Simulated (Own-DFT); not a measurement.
Simulation results for Si12O23 (quartz with two neutral oxygen vacancies, strained, atoms displaced)

Computed with Own-DFT development build. A calculation, not a measurement: plane-wave PBE and HSE06 DFT by an unreviewed code, no spin, of a simulated cell at Gamma alone, so results move with cell size and shape, stress positive in tension, energies less offsets, not probed for a lower state with spin; oxygen file: force components 24 meV/angstrom off all-electron in a glass; k mesh not checked against a denser one; forces and stress are PBE's, HSE06 gives the energy alone, and its difference from PBE has offsets of its own; offsets are fitted by least squares, one for each functional and potential file, so energies compare only between cells with the same atoms and settings and are not formation energies; the far tail of each file's local potential was reset to the Coulomb form; each entry is a single point on an unrelaxed cell, so the pressure reflects the starting lattice, mostly measured values (interpolated for alloys), from which strain is counted, and rises with the displacements; printed positions are rounded, which can move forces by about a meV/angstrom; the program, named Own-DFT, is a retired in-house code; no spin-orbit coupling.

Settings shared by all entries: first functional PBE; second functional HSE06; exact exchange share 0.25; screening 0.11 1/bohr; exchange divergence Gygi-Baldereschi; potential files PseudoDojo norm-conserving, scalar-relativistic, made for PBE, standard set; wave cutoff 48 hartree; occupations fixed; k mesh 1 x 1 x 1 centred on Gamma.

(1) Si12O23 (quartz with two neutral oxygen vacancies, strained, atoms displaced)

```
Si12O23
1.0
     10.0103     0.1271     0.1690
     -4.8951     8.5376     0.0288
      0.1860     0.1440    10.8719
Si O Si O Si O Si O Si O Si O Si O Si O
3 6 3 6 3 6 3 5 3 6 3 6 3 6 3 5
Direct
  0.23473 0.00251 0.00425
  0.00383 0.23669 0.32974
  0.26155 0.26482 0.16388
  0.20693 0.13537 0.05997
  0.42926 0.29521 0.22511
  0.37510 0.07777 0.38968
  0.06784 0.36722 0.44114
  0.13690 0.20797 0.27184
  0.29205 0.42936 0.10262
  0.23382 0.99585 0.50163
  0.99689 0.23459 0.83497
  0.26604 0.27070 0.66344
  0.20815 0.13671 0.55796
  0.42865 0.29505 0.72208
  0.36234 0.07233 0.89299
  0.07903 0.36826 0.94232
  0.13293 0.20791 0.77758
  0.28987 0.42643 0.60580
  0.23754 0.50394 0.00171
  0.99855 0.73552 0.33566
  0.26780 0.76724 0.16799
  0.21076 0.63474 0.05549
  0.43118 0.79066 0.22011
  0.37541 0.57887 0.38991
  0.07624 0.86745 0.43713
  0.13697 0.70262 0.27514
  0.29507 0.93430 0.11390
  0.23532 0.49904 0.50217
  0.99806 0.73587 0.83099
  0.26742 0.76948 0.67206
  0.20990 0.63546 0.55646
  0.37128 0.57584 0.89099
  0.06798 0.86565 0.94028
  0.12711 0.70259 0.77465
  0.29479 0.92934 0.60771
  0.73337 0.00425 0.00202
  0.49540 0.22895 0.32766
  0.76544 0.26400 0.16469
  0.70118 0.13333 0.05852
  0.92628 0.29050 0.22544
  0.86635 0.07224 0.39162
  0.57515 0.36693 0.44074
  0.63500 0.21362 0.27833
  0.79169 0.42600 0.10879
  0.73644 0.00137 0.49883
  0.50306 0.24079 0.83931
  0.76995 0.27424 0.66674
  0.70599 0.13914 0.56714
  0.92503 0.29863 0.72556
  0.86700 0.07394 0.89162
  0.57502 0.36903 0.94075
  0.63536 0.21153 0.76546
  0.79058 0.42532 0.60690
  0.73851 0.50252 0.00024
  0.49925 0.73381 0.32681
  0.76551 0.76507 0.16616
  0.71447 0.63782 0.05943
  0.92849 0.79755 0.23028
  0.86555 0.57452 0.39283
  0.56769 0.86589 0.44034
  0.63179 0.70627 0.27473
  0.79792 0.92379 0.10875
  0.73995 0.49838 0.50348
  0.49932 0.73696 0.83542
  0.76931 0.77490 0.66742
  0.70248 0.63090 0.55431
  0.92351 0.79326 0.72409
  0.86452 0.57291 0.89067
  0.57047 0.86441 0.94142
  0.79156 0.92685 0.61040
```

The calculation gives: PBE energy of cell above offsets -20.285 eV; HSE06 less PBE above offsets 0.981 eV; PBE pressure 0.94 GPa; PBE stress xx 0.87 GPa; PBE stress yy -3.19 GPa; PBE stress zz -0.5 GPa; PBE stress yz 5.78 GPa; PBE stress xz 3.73 GPa; PBE stress xy 3.78 GPa.

Force:
```
element  x (eV/Å)  y (eV/Å)  z (eV/Å)
     Si    -0.632    -2.468    -1.537
     Si    -1.237     0.308     1.984
     Si     3.162     1.542     0.029
      O    -0.721     0.525     0.182
      O    -2.422    -0.114    -1.774
      O    -2.476    -4.523     2.748
      O     1.359     0.287    -0.349
      O    -0.809    -0.585     1.089
      O     1.377    -1.202     1.713
     Si    -0.106     1.553    -1.806
     Si     0.232     2.761     -0.78
     Si     2.063    -2.744     2.211
      O     0.163    -0.324    -0.009
      O    -0.449    -0.291     0.947
      O     0.828     0.911    -0.258
      O     -0.32    -0.342    -0.403
      O     0.661     0.149     -1.09
      O     0.057     1.081    -0.007
     Si    -0.165    -1.731    -3.015
     Si     1.066    -0.088    -1.038
     Si     1.008    -0.598     -0.83
      O    -1.589     3.019     2.066
      O    -1.738     0.448    -1.337
      O    -1.934    -3.117     1.954
      O     0.555      0.97     0.982
      O     -1.42    -0.003      0.68
      O     -0.05    -0.494     -0.37
     Si    -0.882     0.562    -3.192
     Si    -0.704     0.963     1.091
     Si      3.09    -1.733     0.062
      O    -0.671     1.339     1.324
      O    -0.407    -1.747     0.901
      O     1.127     0.996     0.607
      O     0.191    -0.312    -0.287
      O     -0.28     0.225     -0.03
     Si     1.454    -3.233    -0.792
     Si    -0.062     5.349     2.156
     Si     0.114    -0.102     2.181
      O    -0.375     0.806     0.704
      O    -0.938    -0.136    -1.003
      O     0.867     0.719    -0.718
      O     0.643    -0.219    -0.492
      O     3.376     -0.53    -2.261
      O    -0.173     0.574    -0.856
     Si    -3.003    -0.465     0.811
     Si    -0.485    -1.239    -3.537
     Si     1.757    -2.491      0.05
      O     1.667    -2.114    -1.965
      O     1.573    -0.118     1.356
      O    -0.945     -1.18     1.119
      O     0.613     1.337     1.342
      O    -2.782    -0.616     3.409
      O     0.493     2.342     0.137
     Si    -0.655    -1.356      0.12
     Si    -0.067     2.365      2.47
     Si     1.711    -1.383     2.076
      O    -0.384    -0.006     0.096
      O    -0.854    -0.319    -0.688
      O      0.98     0.018    -0.402
      O     1.311     1.021    -0.031
      O     2.129    -0.138    -1.252
      O    -2.328     3.128    -2.416
     Si    -3.978    -1.043    -2.531
     Si     0.783     1.494    -3.945
     Si    -1.077    -5.653     0.866
      O    -0.049     2.259     2.277
      O     0.731     0.256     0.357
      O     0.384    -0.012    -0.473
      O     0.991     2.002     1.684
      O    -1.349     3.461     -2.31
```

(2) Si12O23 (quartz with two neutral oxygen vacancies, strained, atoms displaced)

```
Si12O23
1.0
      9.7869     0.1590    -0.1118
     -4.7557     8.4396     0.0834
     -0.1230     0.0349    10.7924
Si O Si O Si O Si O Si O Si O Si O Si O
3 5 3 6 3 6 3 6 3 5 3 6 3 6 3 6
Direct
  0.23720 0.99760 0.99784
  0.99773 0.23207 0.32831
  0.26657 0.26917 0.16661
  0.20294 0.12940 0.05929
  0.42729 0.28896 0.22589
  0.37018 0.07334 0.39290
  0.13607 0.20742 0.27307
  0.28933 0.42191 0.10668
  0.22942 0.99533 0.49653
  0.00338 0.23455 0.83930
  0.26091 0.26404 0.66280
  0.20460 0.13732 0.55788
  0.43240 0.29409 0.72864
  0.36970 0.07301 0.89479
  0.07743 0.37492 0.94033
  0.12945 0.20513 0.77675
  0.29342 0.42288 0.60670
  0.23586 0.49483 0.99827
  0.00307 0.73895 0.33433
  0.26805 0.76576 0.16736
  0.20466 0.64114 0.05542
  0.42214 0.79863 0.22223
  0.36679 0.57525 0.39357
  0.06934 0.86607 0.43926
  0.13575 0.70789 0.27331
  0.28993 0.92389 0.11062
  0.23658 0.49469 0.49851
  0.99969 0.73310 0.83420
  0.26588 0.77178 0.66508
  0.20493 0.63209 0.55943
  0.42485 0.79665 0.72787
  0.36454 0.57317 0.89383
  0.06995 0.86074 0.93740
  0.13463 0.71174 0.77011
  0.29316 0.92732 0.61079
  0.73944 0.00345 0.00623
  0.49929 0.23136 0.32909
  0.76281 0.26224 0.16580
  0.70253 0.13135 0.06095
  0.92595 0.29048 0.22488
  0.57084 0.36764 0.44079
  0.63486 0.20551 0.27334
  0.79712 0.43653 0.10545
  0.72938 0.99334 0.50001
  0.50236 0.23409 0.83467
  0.77159 0.26960 0.66181
  0.70854 0.13520 0.56254
  0.92530 0.29426 0.72281
  0.87088 0.07476 0.88892
  0.57416 0.37621 0.93559
  0.62856 0.20036 0.77416
  0.79177 0.42162 0.61032
  0.73311 0.49802 0.99929
  0.50345 0.74098 0.33251
  0.76334 0.76238 0.16684
  0.71389 0.63717 0.05876
  0.92196 0.78764 0.22009
  0.86738 0.57477 0.39112
  0.57327 0.86724 0.44204
  0.63355 0.69885 0.27075
  0.79462 0.92814 0.10892
  0.73286 0.50528 0.49809
  0.49726 0.72804 0.83548
  0.76613 0.76541 0.66368
  0.70101 0.63366 0.55908
  0.92245 0.78773 0.72811
  0.87093 0.57591 0.89108
  0.57138 0.86818 0.94333
  0.62689 0.70078 0.77605
  0.79502 0.92929 0.60390
```

The calculation gives: PBE energy of cell above offsets -18.818 eV; HSE06 less PBE above offsets -0.002 eV; PBE pressure 8.82 GPa; PBE stress xx -9.64 GPa; PBE stress yy -9.13 GPa; PBE stress zz -7.69 GPa; PBE stress yz 2.07 GPa; PBE stress xz -6 GPa; PBE stress xy 4.08 GPa.

Force:
```
element  x (eV/Å)  y (eV/Å)  z (eV/Å)
     Si    -1.422    -0.505    -0.439
     Si      1.35     -0.61     5.962
     Si     1.132    -4.697     0.415
      O    -0.286      1.11      0.52
      O      -1.7     1.169    -2.207
      O    -0.955    -1.368     0.898
      O     0.762    -0.429    -0.363
      O     0.151     2.536     0.046
     Si     1.288     2.663     0.769
     Si    -2.119     1.737    -1.876
     Si     2.204    -1.775     4.439
      O      0.44    -2.168    -1.653
      O    -3.748     0.217    -2.584
      O    -0.041    -0.305     0.271
      O     -1.42    -2.012    -0.815
      O     3.013     0.205    -1.856
      O     0.282      2.18     0.446
     Si    -1.993     4.402     0.262
     Si     0.065    -2.213    -2.272
     Si    -4.612    -2.589    -1.708
      O     1.488    -1.993    -0.646
      O     6.262     0.698     3.223
      O      1.43     1.492    -1.264
      O    -0.427     0.882     0.895
      O    -0.261    -0.087     0.703
      O    -0.497     2.086    -0.575
     Si     -3.54    -0.222    -2.324
     Si     1.334    -0.715    -0.361
     Si     1.182    -5.042     1.574
      O     0.087     0.296      0.01
      O     1.074    -0.117     0.382
      O      0.16    -1.305     0.287
      O     0.874     2.763     2.017
      O     0.338    -0.414     0.074
      O    -1.969     4.133     -2.77
     Si    -1.067    -1.169     -5.33
     Si     1.144     0.651      3.58
     Si    -0.963     2.092    -0.149
      O    -0.801         1     0.075
      O    -1.639     1.105    -2.485
      O     0.202    -0.406    -0.861
      O     0.797    -0.222    -0.229
      O     2.502    -3.339     3.138
     Si     0.447     5.471     -2.09
     Si     0.627    -0.213     0.741
     Si    -1.795     -4.67     3.917
      O    -0.084    -1.912    -1.902
      O     3.493     0.206     2.429
      O     -1.65    -2.022     2.734
      O    -0.349    -0.868     0.222
      O     2.543     0.433    -1.262
      O     -2.99     5.928    -3.423
     Si      0.01     2.439    -3.356
     Si    -0.214    -2.317    -0.708
     Si    -0.573    -0.414    -1.095
      O    -1.289     0.151    -0.564
      O     2.544     0.816     1.756
      O    -0.408    -0.131     0.775
      O    -1.539    -1.338    -0.879
      O    -2.068     0.294     1.383
      O     1.193    -0.169     1.855
     Si     1.873    -2.289    -0.337
     Si    -1.112     3.131     0.446
     Si    -1.572    -0.897     2.738
      O    -0.677     0.573    -0.186
      O     -0.98     0.937    -1.663
      O    -1.221    -2.366     1.448
      O     0.955     0.095    -0.009
      O     2.927     0.388    -2.218
      O     1.811    -0.971     2.026
```

(3) Si12O23 (quartz with two neutral oxygen vacancies, strained, atoms displaced)

```
Si12O23
1.0
      9.7992    -0.1501     0.0919
     -5.0296     8.6149    -0.0379
      0.1011     0.0103    10.9666
Si O Si O Si O Si O Si O Si O Si O Si O
3 6 3 5 3 5 3 6 3 6 3 6 3 6 3 6
Direct
  0.23575 0.00720 0.99635
  0.99804 0.23368 0.33176
  0.26944 0.26412 0.17054
  0.20673 0.12990 0.06028
  0.42572 0.29073 0.22077
  0.36197 0.07199 0.39502
  0.07441 0.36727 0.43786
  0.12962 0.20965 0.27724
  0.29880 0.42955 0.10549
  0.23496 0.00118 0.50300
  0.99702 0.23142 0.83250
  0.26382 0.26199 0.66824
  0.20928 0.13614 0.56009
  0.42029 0.29329 0.72712
  0.36494 0.07559 0.89113
  0.13343 0.19996 0.77290
  0.29059 0.42187 0.60375
  0.23430 0.49814 0.00082
  0.00270 0.74075 0.33412
  0.26201 0.76739 0.16781
  0.42345 0.79172 0.22790
  0.37032 0.57573 0.39046
  0.06919 0.87224 0.43654
  0.13835 0.71209 0.27318
  0.28982 0.92973 0.11137
  0.23508 0.49517 0.50168
  0.00224 0.73515 0.83435
  0.26939 0.76988 0.66672
  0.20550 0.63331 0.56590
  0.42950 0.79638 0.72121
  0.37808 0.58105 0.89322
  0.07661 0.86300 0.93867
  0.13547 0.70683 0.77648
  0.29295 0.92720 0.60655
  0.73894 0.00441 0.99937
  0.49261 0.22678 0.33368
  0.75979 0.26278 0.16586
  0.71166 0.14025 0.06214
  0.92806 0.29301 0.22689
  0.86508 0.07531 0.39539
  0.57674 0.36864 0.44049
  0.63155 0.20561 0.27208
  0.79190 0.42612 0.10429
  0.73554 0.00261 0.50051
  0.49853 0.23300 0.83509
  0.77053 0.26940 0.66783
  0.70069 0.12850 0.55817
  0.92662 0.29043 0.72604
  0.87098 0.07489 0.89382
  0.57234 0.36566 0.94116
  0.63031 0.20820 0.77936
  0.79140 0.42486 0.60891
  0.73244 0.49849 0.00158
  0.49382 0.73125 0.32988
  0.76268 0.75893 0.16891
  0.70580 0.63018 0.05724
  0.93066 0.80082 0.22771
  0.87040 0.57357 0.39420
  0.57562 0.86969 0.44439
  0.63081 0.70282 0.27834
  0.79409 0.92892 0.10405
  0.73391 0.50656 0.49823
  0.49953 0.73568 0.83125
  0.76798 0.76428 0.66677
  0.71139 0.63506 0.56389
  0.92750 0.79183 0.72647
  0.86783 0.57313 0.89047
  0.57323 0.86665 0.94203
  0.63582 0.70933 0.77287
  0.79472 0.93203 0.60593
```

It finds PBE energy of cell above offsets -20.953 eV; HSE06 less PBE above offsets 0.359 eV; PBE pressure 5.21 GPa; PBE stress xx -7.95 GPa; PBE stress yy -4.51 GPa; PBE stress zz -3.18 GPa; PBE stress yz 1.56 GPa; PBE stress xz 3.77 GPa; PBE stress xy -3.91 GPa.

Force:
```
element  x (eV/Å)  y (eV/Å)  z (eV/Å)
     Si     1.037    -3.339     1.894
     Si    -2.428     1.246     1.161
     Si    -4.502     0.152    -2.588
      O    -1.559     2.235     1.605
      O     3.883    -0.053      2.74
      O      0.48    -0.749    -0.581
      O    -0.535    -0.255      0.02
      O     3.926     -0.44    -2.067
      O     0.834     -1.48     0.832
     Si    -1.391    -0.985     1.032
     Si     2.309     3.905     0.228
     Si    -0.917     0.949    -1.661
      O     0.079     -0.81    -0.636
      O     3.543     0.114     1.976
      O     0.144    -1.396    -0.087
      O    -1.839    -0.608     1.144
      O      0.58    -0.257     0.731
     Si    -1.661     0.292    -0.509
     Si    -0.279    -0.701    -0.815
     Si     2.407    -0.656    -3.816
      O     0.432     0.643    -0.231
      O    -1.437    -3.029     2.077
      O     0.437      0.77     1.185
      O    -2.464    -1.017     2.592
      O    -0.453     0.812    -1.378
     Si    -1.063     2.079    -0.132
     Si    -0.723     0.122    -1.341
     Si    -0.805    -1.093    -0.011
      O     0.934    -1.571     -1.41
      O       1.9     0.178     1.485
      O    -1.525    -3.196     1.658
      O    -0.441     0.955     0.928
      O      0.82     0.176    -0.548
      O     -0.35     0.582    -0.337
     Si    -1.249    -1.152     1.525
     Si     0.888     3.619     -0.55
     Si      2.14     2.589     0.765
      O     0.598    -2.442    -2.382
      O    -1.239     0.123    -0.724
      O     0.947     0.159    -1.178
      O    -1.406    -2.048     -1.66
      O    -1.361    -0.608     1.221
      O     0.345     -0.27     0.675
     Si     0.232    -0.827     1.324
     Si    -1.838     3.175    -1.275
     Si    -2.333    -1.959    -1.242
      O    -0.792     2.455     2.059
      O     1.053     0.218     0.349
      O    -0.324    -1.564     0.307
      O     -0.87    -0.734    -0.278
      O     3.027     -0.09    -1.977
      O    -0.907     1.263    -1.257
     Si     1.495    -0.085    -1.175
     Si     0.797     3.982     1.448
     Si    -0.713     1.842    -1.505
      O      -0.8     1.475     1.484
      O       0.2    -0.517     0.051
      O     0.249     0.654    -0.618
      O    -1.467    -2.908    -2.487
      O     0.985    -0.005    -0.958
      O     0.697    -1.554     1.024
     Si     2.408    -1.846     1.754
     Si     0.399     3.372    -1.087
     Si    -1.077     2.822    -0.277
      O    -0.728     -0.23    -0.815
      O     1.196     0.298     0.561
      O    -0.777    -1.274     1.088
      O    -0.174     0.222    -0.625
      O    -0.184    -0.179     0.233
      O     1.209    -1.552     1.058
```
